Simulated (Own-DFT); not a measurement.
## Calculated data, AlGa₃N₄ (wurtzite random alloy, atoms displaced)

Computed with Own-DFT development build. A calculation, not a measurement: plane-wave density functional theory by an unreviewed code, no spin, of a simulated periodic cell, stress positive in tension, run twice, with PBE and with PBEsol, both on files made for PBE, so the change isn't that of files made for PBEsol, forces on such cells passed a denser k mesh, this cell's mesh not checked; the far tail of each file's local potential was reset to the Coulomb form; each entry is a single point on an unrelaxed cell, so the pressure reflects the starting lattice, mostly measured values (interpolated for alloys), from which strain is counted, and rises with the displacements; printed positions are rounded, which can move forces by about a meV/angstrom; the program, named Own-DFT, is a retired in-house code; no spin-orbit coupling; stress was not checked against mesh or cutoff.

Common to all runs: functional PBE, then PBEsol; potential files PseudoDojo norm-conserving, scalar-relativistic, standard set; wave cutoff 42 hartree; occupations Fermi-Dirac; smearing width 0.1 eV; k mesh 4 x 4 x 3 centred on Gamma.

(1) AlGa₃N₄ (wurtzite random alloy, atoms displaced)

```
AlGa3N4
1.0
      9.5092     0.0000     0.0000
     -4.7546     8.2353     0.0000
      0.0000     0.0000    10.2685
Ga N Ga Al N Ga N Ga Al N Ga Al N Ga N Ga N Al N Al Ga N Ga N Ga N Ga N Ga N Al N Ga N Ga N Ga N Ga Al N
2 2 1 1 2 2 2 1 1 2 1 1 2 2 2 2 2 2 2 1 1 2 2 2 2 2 2 2 2 2 2 2 2 2 2 2 2 2 1 1 2
Direct
  0.11798 0.21108 0.98990
  0.23490 0.13500 0.25840
  0.11671 0.22237 0.18767
  0.20572 0.10341 0.43310
  0.11475 0.22356 0.50688
  0.24009 0.11186 0.75424
  0.10487 0.22640 0.69171
  0.21362 0.10993 0.93398
  0.11292 0.56442 0.00589
  0.22668 0.46392 0.25280
  0.09875 0.55489 0.18598
  0.21031 0.44403 0.43631
  0.10567 0.55048 0.49763
  0.21021 0.43057 0.75429
  0.11506 0.55109 0.68715
  0.21522 0.44756 0.93811
  0.11773 0.88416 0.99062
  0.22052 0.78036 0.25228
  0.11242 0.88304 0.19760
  0.23113 0.77468 0.44601
  0.11325 0.88102 0.48965
  0.20967 0.74994 0.75171
  0.10758 0.88054 0.70681
  0.21784 0.77830 0.93999
  0.44971 0.21173 0.99365
  0.55699 0.12517 0.24924
  0.44282 0.23205 0.18434
  0.53829 0.10601 0.43669
  0.45447 0.20791 0.49871
  0.55887 0.12485 0.75160
  0.45797 0.22217 0.67981
  0.55612 0.11012 0.93772
  0.41971 0.53439 0.00649
  0.56054 0.45959 0.24788
  0.44447 0.55935 0.17714
  0.57243 0.45400 0.43649
  0.44849 0.55754 0.50607
  0.54726 0.45077 0.75476
  0.43844 0.54547 0.68737
  0.55894 0.44904 0.92927
  0.43385 0.89645 0.01018
  0.54142 0.76127 0.24821
  0.43700 0.88544 0.19107
  0.54601 0.77918 0.44307
  0.44021 0.88646 0.50209
  0.56733 0.80808 0.74971
  0.45488 0.88832 0.69264
  0.53638 0.77091 0.94130
  0.77489 0.22485 0.00657
  0.89789 0.10272 0.25708
  0.77231 0.20877 0.19400
  0.88896 0.10616 0.43861
  0.78500 0.23634 0.51006
  0.90077 0.11619 0.74615
  0.77361 0.22399 0.69986
  0.89364 0.11842 0.94830
  0.77128 0.55166 0.99821
  0.88384 0.43973 0.24763
  0.78470 0.57008 0.18924
  0.89649 0.43533 0.43834
  0.79158 0.56496 0.50075
  0.89363 0.46354 0.74855
  0.77341 0.56423 0.71136
  0.87216 0.43883 0.93490
  0.76801 0.88741 0.01639
  0.89131 0.77860 0.25672
  0.78783 0.90804 0.19186
  0.88495 0.78314 0.43174
  0.79573 0.89033 0.48331
  0.89104 0.78147 0.75144
  0.78639 0.89377 0.67952
  0.88720 0.78613 0.92904
```

```
PBE pressure                                      : 10.15 GPa
PBE stress xx                                     : -11.17 GPa
PBE stress yy                                     : -8.42 GPa
PBE stress zz                                     : -10.86 GPa
PBE stress yz                                     : -1.05 GPa
PBE stress xz                                     : 0.82 GPa
PBE stress xy                                     : 2.86 GPa
PBEsol pressure                                   : 5.25 GPa
PBEsol stress xx                                  : -6.22 GPa
PBEsol stress yy                                  : -3.57 GPa
PBEsol stress zz                                  : -5.97 GPa
PBEsol stress yz                                  : -1.04 GPa
PBEsol stress xz                                  : 0.8 GPa
PBEsol stress xy                                  : 2.75 GPa
rms change of force components from PBE to PBEsol : 0.075 eV/Å
```

Force:
| force element | PBE force x (eV/Å) | PBE force y (eV/Å) | PBE force z (eV/Å) | PBEsol force x (eV/Å) | PBEsol force y (eV/Å) | PBEsol force z (eV/Å) |
| --- | --- | --- | --- | --- | --- | --- |
| Ga | -4.471 | 2.4 | 2.902 | -4.39 | 2.327 | 2.865 |
| Ga | -0.156 | -2.138 | -1.904 | -0.181 | -2.094 | -1.859 |
| N | -0.773 | 1.638 | -0.485 | -0.739 | 1.581 | -0.454 |
| N | 2.4 | 0.775 | 2.866 | 2.274 | 0.726 | 2.754 |
| Ga | -0.721 | 0.029 | -0.944 | -0.719 | 0.01 | -0.945 |
| Al | -1.318 | -0.84 | -1.555 | -1.309 | -0.808 | -1.581 |
| N | 2.725 | -0.66 | 0.226 | 2.761 | -0.677 | 0.038 |
| N | 4.973 | -1.319 | -1.488 | 4.841 | -1.292 | -1.285 |
| Ga | -0.868 | -1.757 | -1.272 | -0.845 | -1.721 | -1.229 |
| Ga | -0.211 | -2.514 | -0.722 | -0.213 | -2.477 | -0.697 |
| N | 1.202 | 1.418 | 1.578 | 1.184 | 1.267 | 1.495 |
| N | 2.385 | -0.279 | 0.297 | 2.321 | -0.265 | 0.286 |
| Ga | 1.189 | 1.122 | 0.981 | 1.174 | 1.097 | 0.958 |
| Al | 1.019 | 2.394 | -0.178 | 1.014 | 2.403 | -0.178 |
| N | -0.166 | -2.558 | -0.416 | -0.312 | -2.398 | -0.445 |
| N | 0.445 | -0.878 | -0.413 | 0.287 | -0.925 | -0.32 |
| Ga | -4.087 | 0.742 | 1.857 | -3.999 | 0.721 | 1.804 |
| Al | 0.307 | -0.281 | 0.177 | 0.326 | -0.313 | 0.203 |
| N | 0.1 | 1.277 | -0.916 | -0.068 | 1.314 | -0.946 |
| N | -2.415 | -0.993 | -2.119 | -2.37 | -0.963 | -1.951 |
| Ga | -0.507 | 0.873 | 1.684 | -0.504 | 0.862 | 1.616 |
| Ga | 0.759 | 4.573 | 0.448 | 0.717 | 4.469 | 0.438 |
| N | 0.819 | 1.202 | -2.081 | 0.953 | 1.114 | -2.091 |
| N | 1.804 | -0.986 | -0.878 | 1.751 | -0.967 | -0.851 |
| Ga | -2.599 | 2.327 | 0.818 | -2.523 | 2.277 | 0.821 |
| Ga | 0.009 | -1.707 | 0.315 | 0.021 | -1.681 | 0.313 |
| N | 1.238 | 0.481 | -0.262 | 1.219 | 0.456 | -0.24 |
| N | 4.671 | -0.662 | -0.812 | 4.743 | -0.854 | -0.946 |
| Al | -5.149 | 3.666 | 1.029 | -5.224 | 3.697 | 1.02 |
| Al | 1.743 | -2.167 | 0.203 | 1.733 | -2.169 | 0.226 |
| N | -2.328 | -0.172 | 0.729 | -2.336 | -0.019 | 0.766 |
| N | 0.404 | -0.552 | -0.986 | 0.365 | -0.536 | -0.785 |
| Al | 1.606 | 2.249 | -3.515 | 1.619 | 2.218 | -3.515 |
| Ga | 0.751 | -0.895 | 0.243 | 0.744 | -0.869 | 0.246 |
| N | -0.215 | -1.341 | 1.497 | -0.204 | -1.266 | 1.726 |
| N | -0.988 | -1.671 | 0.392 | -0.968 | -1.528 | 0.341 |
| Ga | -0.25 | -0.24 | -0.62 | -0.238 | -0.208 | -0.589 |
| Ga | 1.159 | -0.508 | -1.817 | 1.167 | -0.474 | -1.771 |
| N | -2.391 | 0.672 | 0.731 | -2.214 | 0.683 | 0.655 |
| N | -2.211 | -1.422 | 3.648 | -2.053 | -1.436 | 3.511 |
| Ga | 2.014 | -1.342 | -1.464 | 1.985 | -1.316 | -1.429 |
| Ga | 0.268 | 3.81 | 1.103 | 0.248 | 3.725 | 1.079 |
| N | -0.471 | 0.24 | 1.237 | -0.337 | 0.3 | 1.122 |
| N | 2.225 | -0.75 | -1.48 | 2.165 | -0.756 | -1.46 |
| Ga | 1.4 | 1.096 | 1.158 | 1.37 | 1.045 | 1.121 |
| Ga | 4.347 | -3.459 | 2.048 | 4.224 | -3.382 | 1.988 |
| N | -5.478 | 2.816 | -1.327 | -5.318 | 2.641 | -1.34 |
| N | 0.853 | -0.075 | 0.778 | 0.838 | 0.054 | 0.729 |
| Ga | 1.516 | -0.346 | -0.669 | 1.483 | -0.342 | -0.65 |
| Ga | -0.525 | 3.965 | -0.24 | -0.515 | 3.855 | -0.235 |
| N | 0.008 | 1.595 | 0.038 | -0.022 | 1.587 | 0.018 |
| N | -1.18 | 2.359 | 1.384 | -1.037 | 2.229 | 1.291 |
| Al | 0.172 | -3.315 | -0.006 | 0.159 | -3.336 | -0.005 |
| Al | -2.646 | -1.65 | 1.592 | -2.67 | -1.652 | 1.598 |
| N | 1.222 | 0.381 | -1.752 | 1.236 | 0.511 | -1.681 |
| N | -0.533 | -0.883 | -1.966 | -0.513 | -0.863 | -1.817 |
| Ga | -0.025 | 2.065 | -0.259 | -0.014 | 2.003 | -0.269 |
| Ga | -0.536 | -0.546 | -0.086 | -0.499 | -0.519 | -0.082 |
| N | -0.153 | -2.041 | -0.458 | -0.161 | -2.005 | -0.448 |
| N | -2.478 | 0.887 | -0.152 | -2.402 | 1.091 | -0.224 |
| Ga | -0.771 | -0.869 | 1.064 | -0.793 | -0.844 | 0.999 |
| Ga | 0.226 | -2.189 | 0.739 | 0.199 | -2.151 | 0.751 |
| N | 0.65 | 0.385 | -3.397 | 0.659 | 0.19 | -3.363 |
| N | 1.861 | 0.949 | 0.992 | 1.802 | 0.942 | 0.977 |
| Ga | 0.168 | -0.005 | -3.598 | 0.184 | 0.023 | -3.492 |
| Ga | 0.124 | 1.464 | -3.241 | 0.128 | 1.432 | -3.156 |
| N | -0.359 | -5.214 | 1.068 | -0.34 | -5.098 | 1.03 |
| N | 4.546 | -2.825 | 1.216 | 4.454 | -2.76 | 1.174 |
| Ga | -5.661 | 1.255 | 3.57 | -5.521 | 1.24 | 3.497 |
| Al | -1.326 | 0.863 | -0.045 | -1.325 | 0.854 | -0.085 |
| N | 0.527 | 0.548 | 0.692 | 0.391 | 0.481 | 0.592 |
| N | 0.131 | -0.469 | 2.22 | 0.137 | -0.467 | 2.362 |

(2) AlGa₃N₄ (wurtzite random alloy, atoms displaced)

```
AlGa3N4
1.0
      9.5092     0.0000     0.0000
     -4.7546     8.2353     0.0000
      0.0000     0.0000    10.2685
Ga Al N Ga Al N Ga N Ga N Ga N Ga Al N Ga Al N Ga N Ga N Ga N Ga N Ga N Ga Al N Ga Al N Ga N Al Ga N Al Ga N Ga Al N
1 1 2 1 1 2 2 2 2 2 2 2 1 1 2 1 1 2 2 2 2 2 2 2 2 2 2 2 1 1 2 1 1 2 2 2 1 1 2 1 1 2 1 1 2
Direct
  0.10474 0.22040 0.00456
  0.21569 0.11286 0.25332
  0.12208 0.23697 0.19554
  0.22339 0.12296 0.43830
  0.10557 0.21313 0.50637
  0.20573 0.09088 0.74883
  0.10223 0.21813 0.68710
  0.21385 0.09411 0.94848
  0.10904 0.55413 0.00672
  0.23490 0.44868 0.24788
  0.11382 0.55783 0.19137
  0.21831 0.44930 0.43537
  0.13203 0.57408 0.50523
  0.22811 0.44439 0.75111
  0.11246 0.55354 0.68346
  0.20934 0.43443 0.94290
  0.09658 0.87771 0.00496
  0.23494 0.80414 0.23882
  0.12107 0.89402 0.18209
  0.22206 0.78287 0.43702
  0.11445 0.88719 0.49298
  0.21400 0.77728 0.75003
  0.11705 0.89105 0.67773
  0.21945 0.78726 0.94882
  0.43472 0.22212 0.99315
  0.56531 0.12295 0.25228
  0.45493 0.21073 0.20329
  0.55987 0.12295 0.43070
  0.45389 0.21974 0.49831
  0.55444 0.11169 0.74294
  0.45486 0.23011 0.69237
  0.55849 0.12006 0.92349
  0.45478 0.55892 0.01093
  0.56632 0.44066 0.25179
  0.45637 0.55330 0.17908
  0.56352 0.44579 0.42946
  0.45174 0.55020 0.50128
  0.55724 0.45808 0.76134
  0.42350 0.53805 0.67668
  0.55963 0.44589 0.94179
  0.45298 0.90640 0.99560
  0.54114 0.76150 0.24191
  0.44406 0.87898 0.16983
  0.54786 0.77244 0.44675
  0.45436 0.89623 0.50337
  0.54535 0.75861 0.75512
  0.44716 0.88376 0.68508
  0.55774 0.77575 0.95213
  0.78936 0.23326 0.00049
  0.89123 0.11848 0.26154
  0.77395 0.21092 0.19798
  0.88256 0.10358 0.44335
  0.78080 0.22541 0.49523
  0.87720 0.11045 0.76039
  0.76644 0.22780 0.67905
  0.88730 0.10174 0.93799
  0.76952 0.56243 0.01087
  0.89425 0.44723 0.25468
  0.78265 0.55609 0.19217
  0.87475 0.43919 0.42862
  0.77368 0.54316 0.51215
  0.88496 0.42874 0.75368
  0.77674 0.54235 0.68592
  0.88990 0.45377 0.93875
  0.77132 0.88407 0.01049
  0.88904 0.78342 0.25023
  0.76311 0.88853 0.18283
  0.89703 0.78242 0.43825
  0.79758 0.89167 0.49747
  0.88596 0.77222 0.75351
  0.79067 0.91749 0.68817
  0.87395 0.76419 0.92831
```

```
PBE pressure                                      : 9.21 GPa
PBE stress xx                                     : -7 GPa
PBE stress yy                                     : -6.96 GPa
PBE stress zz                                     : -13.66 GPa
PBE stress yz                                     : 0.25 GPa
PBE stress xz                                     : 0.68 GPa
PBE stress xy                                     : 1.62 GPa
PBEsol pressure                                   : 4.3 GPa
PBEsol stress xx                                  : -2.15 GPa
PBEsol stress yy                                  : -2.05 GPa
PBEsol stress zz                                  : -8.71 GPa
PBEsol stress yz                                  : 0.2 GPa
PBEsol stress xz                                  : 0.64 GPa
PBEsol stress xy                                  : 1.57 GPa
rms change of force components from PBE to PBEsol : 0.073 eV/Å
```

Force:
| force element | PBE force x (eV/Å) | PBE force y (eV/Å) | PBE force z (eV/Å) | PBEsol force x (eV/Å) | PBEsol force y (eV/Å) | PBEsol force z (eV/Å) |
| --- | --- | --- | --- | --- | --- | --- |
| Ga | 0.863 | -0.722 | 0.007 | 0.835 | -0.68 | 0.013 |
| Al | 1.553 | 0.605 | -0.273 | 1.557 | 0.603 | -0.297 |
| N | -0.698 | -3.503 | -0.408 | -0.711 | -3.271 | -0.494 |
| N | 1.346 | -1.465 | -0.87 | 1.307 | -1.439 | -0.696 |
| Ga | -0.711 | 1.973 | -0.73 | -0.691 | 1.921 | -0.693 |
| Al | 0.368 | 3.101 | 0.43 | 0.374 | 3.129 | 0.433 |
| N | 0.303 | -0.761 | 2.434 | 0.3 | -0.63 | 2.279 |
| N | -1.298 | 1.648 | -2.215 | -1.261 | 1.616 | -2.057 |
| Ga | 0.111 | 0.985 | -0.499 | 0.102 | 0.956 | -0.466 |
| Ga | -1.209 | 1.471 | 1.013 | -1.198 | 1.417 | 0.987 |
| N | 0.32 | 0.586 | 0.216 | 0.308 | 0.56 | 0.182 |
| N | 1.393 | -0.821 | 0.435 | 1.373 | -0.784 | 0.425 |
| Ga | -0.992 | -1.736 | -1.792 | -0.94 | -1.704 | -1.746 |
| Ga | -2.845 | -1.992 | 0.911 | -2.783 | -1.955 | 0.86 |
| N | -0.547 | 0.867 | 2.427 | -0.518 | 0.726 | 2.31 |
| N | 1.467 | 1.467 | -0.651 | 1.424 | 1.424 | -0.641 |
| Ga | -0.324 | -0.034 | -1.474 | -0.264 | -0.02 | -1.413 |
| Ga | 2.042 | -3.208 | 1.606 | 1.985 | -3.163 | 1.541 |
| N | -3.643 | 1.666 | 2.014 | -3.544 | 1.485 | 1.912 |
| N | 1.48 | 0.991 | -1.269 | 1.438 | 0.973 | -1.224 |
| Ga | -0.274 | 1.437 | 0.108 | -0.273 | 1.399 | 0.127 |
| Al | 1.312 | -0.219 | 0.419 | 1.319 | -0.222 | 0.423 |
| N | -0.879 | -1.653 | 2.135 | -0.888 | -1.677 | 1.91 |
| N | 1.296 | -1.448 | -2.781 | 1.251 | -1.408 | -2.605 |
| Ga | 1.516 | -0.769 | 1.15 | 1.495 | -0.756 | 1.109 |
| Al | 1.779 | -2.909 | -0.205 | 1.807 | -2.947 | -0.218 |
| N | -4.323 | 1.354 | -2.534 | -4.366 | 1.51 | -2.57 |
| N | 1.521 | -2.351 | 0.357 | 1.474 | -2.281 | 0.554 |
| Ga | -2.481 | 1.279 | 0.987 | -2.413 | 1.26 | 0.961 |
| Ga | -0.248 | -0.725 | -0.299 | -0.235 | -0.667 | -0.292 |
| N | -2.685 | -0.613 | -0.343 | -2.524 | -0.573 | -0.371 |
| N | 0.583 | 0.399 | 2.426 | 0.563 | 0.364 | 2.371 |
| Ga | -1.797 | -0.883 | -4.047 | -1.741 | -0.849 | -3.928 |
| Ga | -0.757 | -0.585 | -0.836 | -0.738 | -0.563 | -0.802 |
| N | -0.013 | -1.639 | 4.133 | -0.032 | -1.581 | 4.041 |
| N | 0.143 | 0.418 | 2.824 | 0.018 | 0.34 | 2.7 |
| Ga | -1.154 | -0.113 | -2.465 | -1.155 | -0.104 | -2.397 |
| Ga | 0.778 | -1.83 | -2.169 | 0.784 | -1.831 | -2.125 |
| N | 3.174 | 2.006 | 2.486 | 3.119 | 1.981 | 2.46 |
| N | -1.217 | -0.373 | 0.493 | -1.206 | -0.348 | 0.479 |
| Ga | -0.306 | -0.813 | -1.682 | -0.309 | -0.822 | -1.608 |
| Ga | -0.042 | 2.067 | 2.078 | -0.024 | 2.015 | 1.992 |
| N | -0.003 | 1.861 | 3.61 | -0.021 | 1.736 | 3.499 |
| N | 1.655 | 0.353 | -1.756 | 1.605 | 0.332 | -1.721 |
| Ga | -0.503 | -0.186 | -1.215 | -0.481 | -0.204 | -1.161 |
| Ga | 0.255 | 2.139 | -0.488 | 0.217 | 2.109 | -0.496 |
| N | -1.381 | -0.515 | 1.953 | -1.258 | -0.439 | 1.853 |
| N | -0.281 | 0.33 | -2.17 | -0.415 | 0.223 | -2.183 |
| Ga | -0.904 | -1.136 | 0.547 | -0.885 | -1.101 | 0.532 |
| Al | 0.412 | -0.742 | -1.181 | 0.447 | -0.74 | -1.19 |
| N | 0.694 | 1.287 | -1.257 | 0.696 | 1.435 | -1.347 |
| N | 0.317 | 1.339 | -1.621 | 0.322 | 1.3 | -1.415 |
| Ga | 0.063 | 0.014 | 0.037 | 0.043 | 0.017 | 0.056 |
| Al | 0.59 | 1.943 | -1.627 | 0.548 | 2.016 | -1.628 |
| N | 2.651 | -1.569 | 1.038 | 2.506 | -1.475 | 0.991 |
| N | -0.932 | -0.126 | 0.947 | -0.895 | 0.024 | 1.068 |
| Ga | 1.965 | -1.104 | -0.885 | 1.927 | -1.081 | -0.878 |
| Ga | 0.636 | -0.21 | -1.59 | 0.615 | -0.201 | -1.536 |
| N | 0.073 | 0.953 | -0.25 | 0.055 | 0.926 | -0.263 |
| N | 0.665 | 1.333 | 3.273 | 0.758 | 1.197 | 3.112 |
| Al | 0.17 | 0.674 | -2.998 | 0.158 | 0.687 | -3.002 |
| Ga | 0.127 | 2.058 | -0.291 | 0.083 | 2.007 | -0.301 |
| N | -1.093 | 2.491 | 1.467 | -1.076 | 2.327 | 1.622 |
| N | -0.072 | -0.488 | 0.592 | -0.043 | -0.51 | 0.579 |
| Al | 0.517 | 0.64 | -2.754 | 0.554 | 0.628 | -2.764 |
| Ga | 0.01 | -0.221 | -0.034 | 0.016 | -0.246 | -0.018 |
| N | 2.285 | 1.09 | 2.223 | 2.223 | 0.95 | 2.353 |
| N | 0.176 | -2.302 | -0.145 | 0.166 | -2.125 | -0.181 |
| Ga | -3.116 | -0.769 | 1.43 | -3.046 | -0.711 | 1.407 |
| Al | -0.248 | 0.63 | -2.437 | -0.246 | 0.62 | -2.48 |
| N | 0.854 | -4.94 | 0.194 | 0.799 | -5.006 | 0.058 |
| N | -0.489 | 2.018 | 1.846 | -0.388 | 1.899 | 2.005 |
